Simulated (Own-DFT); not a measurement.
Simulation results for Si₃N₄ (beta silicon nitride, atoms displaced)

Computed with Own-DFT development build. A calculation, not a measurement: plane-wave PBE density functional theory by an unreviewed code, no spin, of a simulated periodic cell, stress positive in tension, free energy of the whole cell less one offset for each atom, forces on such cells passed a denser k mesh, this cell's mesh not checked; offsets are fitted by least squares, one for each functional and potential file, so energies compare only between cells with the same atoms and settings and are not formation energies; the far tail of each file's local potential was reset to the Coulomb form; each entry is a single point on an unrelaxed cell, so the pressure reflects the starting lattice, mostly measured values (interpolated for alloys), from which strain is counted, and rises with the displacements; printed positions are rounded, which can move forces by about a meV/angstrom; the program, named Own-DFT, is a retired in-house code; no spin-orbit coupling; before rounding, a Quantum ESPRESSO 7.3.1 run of the same cell and cutoff gave forces within 1 meV/angstrom rms on each cell, which checks the program and not the settings.

Settings shared by all entries: functional PBE; potential files PseudoDojo norm-conserving, scalar-relativistic, standard set; wave cutoff 42 hartree; occupations Fermi-Dirac; smearing width 0.1 eV; k mesh 3 x 3 x 3 centred on Gamma.

(1) 
```xyz
42
Lattice="7.6060 0.0000 0.0000 -3.8030 6.5870 0.0000 0.0000 0.0000 8.7270" Properties=species:S:1:pos:R:3:force_x:R:1:force_y:R:1:force_z:R:1 formula=Si3N4 free_energy_of_cell_above_offsets=-3.573 pressure=8.21 stress_xx=-9.15 stress_yy=-4.57 stress_zz=-10.9 stress_yz=0.3 stress_xz=0.71 stress_xy=-1.94
Si    -1.5188     5.0628     0.7301     -1.844      1.111     -0.638
Si     0.2273     2.6351     0.8646     -0.622      1.717     -5.984
Si     1.3875     5.4142     0.7188      0.337     -0.217      0.817
Si     5.4843     1.4965     2.2041     -4.275     -1.139     -1.444
Si     3.6078     3.9383     2.2003     -0.437     -0.356     -0.384
Si     2.4284     1.1664     2.1897      1.286     -0.704     -0.211
N      2.4490     0.2494     0.6638     -0.483     -1.942      2.935
N      6.2944     1.9290     0.8271     -0.462     -0.052     -3.347
N      2.8551     4.4880     0.7056     -0.787     -0.184      0.928
N      1.3034     6.3408     2.1869       1.03      1.685     -1.011
N     -2.4170     4.6159     2.1487      0.071      0.506      0.728
N      0.9671     2.0954     2.1867      2.031       -0.4      2.454
N     -0.0004     4.4001     0.7326      1.614     -1.908      0.323
N      3.8094     2.2256     2.1358      0.369      -0.72      0.501
Si    -1.6584     5.0860     3.6305      1.049      0.025      0.721
Si     0.1801     2.7178     3.5751      0.561     -0.275      2.848
Si     1.4215     5.4041     3.5584     -2.336      0.202      2.979
Si     5.4450     1.4897     5.0583     -3.008     -0.888      0.144
Si     3.6099     3.9549     5.1780     -1.852     -3.071     -2.279
Si     2.3882     1.2201     5.0595      1.986     -2.896      2.071
N      2.3818     0.2171     3.6992     -0.566     -0.644     -2.237
N      6.1870     2.0105     3.5894      1.877      0.388      2.479
N      2.7625     4.4215     3.6921      1.976     -1.035      -1.35
N      1.3436     6.3270     5.0492      1.187      1.962      0.503
N     -2.4562     4.5626     5.1495      1.464      0.993     -1.953
N      1.0622     2.1400     5.1250     -4.448      2.312     -1.425
N     -0.0508     4.4110     3.6127      0.572     -0.515     -0.202
N      3.7630     2.1330     5.1069      2.952      2.772     -0.324
Si    -1.7023     5.0814     6.5587      4.401      0.963      0.039
Si     0.2150     2.6362     6.5740      0.766      2.597     -0.846
Si     1.3005     5.4849     6.6050      3.289       0.24     -2.175
Si     5.4370     1.5580     7.8965     -3.102     -1.557      6.121
Si     3.6118     3.9054     7.9863     -0.923       1.28     -0.444
Si     2.4325     1.1007     7.9736      0.456      3.477     -0.065
N      2.4643     0.2174     6.5873     -1.022     -1.439     -2.652
N      6.1938     1.9799     6.5627      2.787      0.895     -3.654
N      2.7533     4.3935     6.5008     -0.653      1.427      3.172
N      1.3840     6.3483     8.0613      0.523      3.171     -1.466
N     -2.3924     4.5872     7.9989     -0.422     -0.086      1.114
N      1.0532     2.1961     7.9637     -0.424     -0.438      2.711
N      0.0840     4.4641     6.5115      -5.77     -4.389      0.251
N      3.8084     2.2614     7.9538      0.852     -2.866      0.254
```

Units: free_energy_of_cell_above_offsets in eV; pressure, stress_xx, stress_yy, stress_zz, stress_yz, stress_xz, stress_xy in GPa; force_x, force_y, force_z in eV/Å.

(2) 
```xyz
42
Lattice="7.6060 0.0000 0.0000 -3.8030 6.5870 0.0000 0.0000 0.0000 8.7270" Properties=species:S:1:pos:R:3:force_x:R:1:force_y:R:1:force_z:R:1 formula=Si3N4 free_energy_of_cell_above_offsets=-3.447 pressure=7.98 stress_xx=-5.99 stress_yy=-5.84 stress_zz=-12.1 stress_yz=0.1 stress_xz=1.27 stress_xy=1.92
Si    -1.6035     5.0542     0.7310      0.492      0.258     -0.107
Si     0.2711     2.6994     0.7434     -2.218       0.78      -3.14
Si     1.4145     5.4216     0.7512     -3.429      1.642     -0.471
Si     5.4437     1.4963     2.1293     -1.225      3.288      1.243
Si     3.4898     3.8708     2.0752      2.311      1.722      3.428
Si     2.3419     1.1850     2.1039      0.538     -0.638      2.206
N      2.4126     0.2130     0.7147     -0.211     -2.221      2.668
N      6.2488     2.0023     0.6270      1.023     -0.019      3.857
N      2.6901     4.3683     0.6663      0.561     -0.052      1.599
N      1.4332     6.4513     2.2316     -0.105      -2.69     -2.146
N     -2.4073     4.6298     2.1290     -3.272     -1.402      0.588
N      0.9111     2.1881     2.1628      3.044     -2.044      -0.95
N     -0.0504     4.3860     0.7788      2.482      0.998     -0.303
N      3.6918     2.2248     2.2265       2.07      -1.48     -0.942
Si    -1.6595     5.0253     3.6472      1.621      0.897     -1.382
Si     0.2262     2.5948     3.5791     -2.439      2.377      3.792
Si     1.3603     5.4838     3.6613      -1.08     -1.673      0.725
Si     5.3952     1.5871     5.0936      1.126     -1.883      1.296
Si     3.6210     4.0228     5.1017     -3.043     -2.985      0.056
Si     2.4028     1.1741     5.0789      0.784      0.423     -0.449
N      2.2857     0.2160     3.5438      0.276      -0.14      1.522
N      6.1919     1.9883     3.6808      0.972      0.094     -3.099
N      2.7612     4.4478     3.6022       0.38     -0.243     -0.216
N      1.4007     6.4108     5.1060      0.061      -0.07      0.275
N     -2.4794     4.6506     5.0784      2.078      1.068      1.669
N      0.9923     2.2183     5.0881      1.735     -1.043     -1.091
N     -0.0540     4.3211     3.6066      0.959      1.835      0.203
N      3.8708     2.1679     5.1868      -3.71       2.59     -0.897
Si    -1.5863     5.0733     6.6123      0.948        1.1      -3.65
Si     0.2555     2.6810     6.5512     -0.528      1.265     -0.315
Si     1.4005     5.4500     6.5839     -2.293     -0.471     -3.427
Si     5.4922     1.4701     8.0169     -1.812      0.888     -4.041
Si     3.5276     3.8854     8.0566      2.575     -0.691     -4.045
Si     2.4522     0.9999     8.0647      0.328      6.049     -4.571
N      2.3755     0.2601     6.5528     -0.167     -2.166     -0.636
N      6.3169     1.9941     6.5097     -1.472     -0.973      1.132
N      2.7138     4.4516     6.5872      3.007     -1.764     -0.459
N      1.4096     6.3515     7.9346      0.181      1.586      4.415
N     -2.3794     4.7289     7.9818     -4.001     -1.991      2.419
N      1.0327     2.2110     7.9872      1.784     -1.238      1.661
N     -0.0182     4.4172     6.5481       0.84     -0.161      0.155
N      3.8848     2.1966     7.9317      -1.17     -0.822      1.429
```

Units: free_energy_of_cell_above_offsets in eV; pressure, stress_xx, stress_yy, stress_zz, stress_yz, stress_xz, stress_xy in GPa; force_x, force_y, force_z in eV/Å.

(3) 
```xyz
42
Lattice="7.6060 0.0000 0.0000 -3.8030 6.5870 0.0000 0.0000 0.0000 8.7270" Properties=species:S:1:pos:R:3:force_x:R:1:force_y:R:1:force_z:R:1 formula=Si3N4 free_energy_of_cell_above_offsets=-3.266 pressure=8.19 stress_xx=-4.99 stress_yy=-8.87 stress_zz=-10.73 stress_yz=2.44 stress_xz=2.61 stress_xy=0.52
Si    -1.6520     5.0436     0.7575      1.822      0.401      -1.74
Si     0.3219     2.7010     0.7074     -2.972     -1.444      3.037
Si     1.3223     5.4713     0.7692      1.805     -0.293      -0.46
Si     5.4634     1.6129     2.1289     -1.815     -1.487      3.851
Si     3.5520     3.8980     2.2471      1.302      1.357     -1.629
Si     2.4330     1.2170     2.1388      0.286     -1.579       1.35
N      2.4455     0.2310     0.7217      -0.23     -1.804      0.647
N      6.2115     1.9443     0.7288      3.057       1.52      -1.91
N      2.8500     4.4379     0.7353     -2.016      0.816      0.488
N      1.4126     6.3651     2.2852      0.063      4.199     -5.349
N     -2.3938     4.6113     2.1660     -1.636     -0.647      1.983
N      0.9911     2.1117     2.1944      0.136      0.442     -0.814
N      0.0298     4.3174     0.7333      -1.26      3.287     -0.047
N      3.7993     2.2288     2.1704      1.141     -0.698      0.047
Si    -1.5463     5.1050     3.6416     -0.083     -1.416      0.454
Si     0.2286     2.5526     3.6716        0.9      3.964     -0.912
Si     1.3627     5.4479     3.5578       -1.5     -1.683      6.506
Si     5.4127     1.5326     5.0940     -1.451      2.289     -0.424
Si     3.5271     3.9759     5.0939      2.789     -1.984     -1.239
Si     2.4550     1.0805     5.0506     -0.984      1.236      1.507
N      2.3832     0.2261     3.5980      0.182      -0.46     -0.921
N      6.2905     2.0546     3.6916      -3.74     -2.028     -1.854
N      2.7148     4.4268     3.6265      1.317     -0.284      0.565
N      1.4149     6.5069     5.1937     -0.502     -4.898     -2.315
N     -2.3435     4.6050     5.1050     -2.351     -0.267      0.293
N      1.0615     2.1929     5.0303      0.968     -1.192       3.96
N      0.0102     4.3703     3.7275       0.76     -0.011     -1.213
N      3.7309     2.1728     5.0731      2.538      2.031     -0.113
Si    -1.6242     5.0655     6.6713      2.377      1.255     -5.909
Si     0.2592     2.6603     6.6300     -1.018      0.159     -3.011
Si     1.3656     5.4375     6.5631      0.726      1.511     -0.197
Si     5.4363     1.4974     7.9845     -1.571      2.342      0.151
Si     3.5357     3.8557     8.0024        1.2      2.547     -0.399
Si     2.3820     1.1583     8.0446      3.653     -0.835     -2.063
N      2.3784     0.2161     6.5811     -0.329     -0.293      0.135
N      6.2534     1.8249     6.5390      2.881      2.573      1.164
N      2.8287     4.4554     6.5150     -1.852      0.741      2.182
N      1.4553     6.4622     8.0413     -0.975     -4.356      0.358
N     -2.3971     4.5807     7.9571     -2.655     -1.281      4.773
N      1.1067     2.1911     8.0970     -1.552      0.836     -2.697
N      0.0059     4.4137     6.5087      0.013     -1.259      1.353
N      3.7937     2.2468     7.9535      0.577     -3.309      0.411
```

Units: free_energy_of_cell_above_offsets in eV; pressure, stress_xx, stress_yy, stress_zz, stress_yz, stress_xz, stress_xy in GPa; force_x, force_y, force_z in eV/Å.

(4) 
```xyz
42
Lattice="7.6060 0.0000 0.0000 -3.8030 6.5870 0.0000 0.0000 0.0000 8.7270" Properties=species:S:1:pos:R:3:force_x:R:1:force_y:R:1:force_z:R:1 formula=Si3N4 free_energy_of_cell_above_offsets=-2.220 pressure=9.04 stress_xx=-8.58 stress_yy=-7.74 stress_zz=-10.82 stress_yz=1.73 stress_xz=2.18 stress_xy=0.32
Si    -1.6220     5.1020     0.7849      1.404     -0.641     -2.289
Si     0.2382     2.7023     0.7646     -1.856     -2.848     -0.021
Si     1.3919     5.4697     0.6414     -1.168     -3.236      5.652
Si     5.4279     1.5082     2.1740     -1.928     -0.345      0.901
Si     3.5666     3.9363     2.1681      0.471     -2.053      0.669
Si     2.4493     1.1263     2.1763       0.27      1.699       0.96
N      2.3579     0.2749     0.7124      0.038     -2.717     -0.024
N      6.1636     1.9642     0.7732      2.259      0.533     -3.529
N      2.7639     4.3524     0.7106     -0.349      1.239     -0.101
N      1.3615     6.3700     2.1580       0.93     -0.671     -0.187
N     -2.3918     4.5720     2.2436     -2.704     -0.313     -3.439
N      1.0029     2.1009     2.1865      0.221      0.218     -0.369
N     -0.0128     4.3084     0.7118     -0.254      4.669      0.133
N      3.8061     2.2023     2.2022      0.014      0.583      -0.21
Si    -1.7286     5.0966     3.6070      5.863      1.705      3.539
Si     0.1518     2.6000     3.5648      2.556      3.644      1.833
Si     1.4569     5.3172     3.6082     -4.107       4.85     -0.664
Si     5.2904     1.5372     5.0664      4.794     -2.279     -1.012
Si     3.5741     3.9227     5.0679      1.969     -2.565     -2.117
Si     2.3630     1.1547     5.1988      0.546      2.527     -5.618
N      2.4486     0.2692     3.6344      -1.51      -1.82       1.16
N      6.2168     2.0849     3.6178     -2.879     -2.101      0.542
N      2.7317     4.3823     3.6516      4.534     -2.334     -1.292
N      1.3854     6.3366     4.9970      1.008      1.845      2.468
N     -2.4442     4.5902     5.0853      0.261      0.395     -0.689
N      0.9675     2.2405     5.0970      1.604     -1.698     -0.768
N      0.0681     4.4583     3.7197     -4.087     -3.375      -1.17
N      3.8406     2.1615     5.0713     -4.947      2.509      0.338
Si    -1.5868     5.0535     6.4976      1.207      0.451      0.377
Si     0.1696     2.7855     6.4684      1.229     -3.385      2.234
Si     1.3953     5.4136     6.5282      2.185      0.939     -1.935
Si     5.4389     1.4506     7.8683     -1.123      1.762      4.271
Si     3.5834     3.9066     8.0095      1.662     -0.698     -1.863
Si     2.3806     1.2369     8.0202      1.046     -1.521     -1.188
N      2.5169     0.1954     6.4555     -0.888      -1.71      4.997
N      6.2408     2.0292     6.5160     -0.699     -0.749     -1.018
N      2.9138     4.3988     6.4349     -3.949      2.125       5.17
N      1.3674     6.3193     8.0375      0.793      2.698     -5.225
N     -2.3932     4.6019     7.9357     -0.627      0.414      2.124
N      1.0026     2.1898     8.0635      -0.72      0.487     -2.695
N      0.1092     4.3948     6.5330     -3.626      1.803      0.406
N      3.8077     2.1800     7.9870      0.557     -0.037      -0.35
```

Units: free_energy_of_cell_above_offsets in eV; pressure, stress_xx, stress_yy, stress_zz, stress_yz, stress_xz, stress_xy in GPa; force_x, force_y, force_z in eV/Å.
